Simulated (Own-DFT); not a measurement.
# Strain and stress in diamond-structure SiGeSn with randomly placed atoms, 64 atoms (Ge40Si16Sn8)

Calculated results; nothing here was measured. The program, named Own-DFT, is a retired in-house plane-wave density functional code that no person has reviewed. Each row is one single-point run on a periodic cell that was not relaxed, without spin or spin-orbit coupling.

Settings of every run: PBE; PseudoDojo norm-conserving scalar-relativistic files; cutoff 49 hartree; 3 x 3 x 3 k mesh centred on Gamma; Fermi-Dirac smearing of 0.1 eV.

Known limits: forces on such cells moved up to 12 meV/angstrom on a denser k mesh; stress not checked against mesh or cutoff.

Unstrained cell vectors in Å: (11.410, 0.000, 0.000); (0.000, 11.410, 0.000); (0.000, 0.000, 11.410). The unstrained cell has measured lattice constants (interpolated for alloys), not those of this functional. That, the random moves and any unrelaxed bonds set the pressure at no strain. Each run strains this cell uniformly, with the atoms carried along. Every atom was also moved at random, by a Gaussian of width 0.05 Å on each axis. The random placing of the alloy's atoms differs from row to row. Strain is the symmetric tensor, in per cent. Stress is positive in tension, and the pressure is minus a third of its trace.

```
run,e_xx (%),e_yy (%),e_zz (%),s_xx (GPa),s_yy (GPa),s_zz (GPa),P (GPa),E (meV/atom)
1,-1.00,-1.00,0.00,-6.77,-6.89,-5.90,6.52,41.5
2,-3.00,-3.00,0.00,-10.84,-10.91,-8.75,10.17,72.2
3,2.25,2.25,0.00,-1.18,-0.99,-2.45,1.54,0.0
4,-0.75,-0.75,0.00,-6.08,-6.06,-5.80,5.98,28.0
5,0.50,0.50,0.00,-4.03,-3.85,-4.26,4.05,13.8
6,-2.00,-2.00,0.00,-8.66,-9.03,-7.60,8.43,66.0
7,0.25,0.25,0.00,-4.21,-4.12,-4.39,4.24,7.5
8,-0.25,-0.25,0.00,-5.24,-5.18,-4.96,5.12,19.3
9,1.25,1.25,0.00,?,?,?,?,?
```

E is the free energy for each atom above the lowest run shown.

## Worked fit

The change of volume is close to e_xx + e_yy + e_zz. A straight line through the runs shown gives P = 4.94 - 84 x (fractional change of volume) GPa, with an error of 3 on the slope and a scatter of 0.28 GPa. The strain isn't the same on all axes, but the crystal is cubic, so the slope still estimates the bulk modulus, averaged over pressures from 1.5 to 10.2 GPa.

## Withheld run

Question: what pressure should run 9 give? Its volume changes by 2.52 %.

The line gives 2.8 GPa. The calculation gave 2.85 GPa.
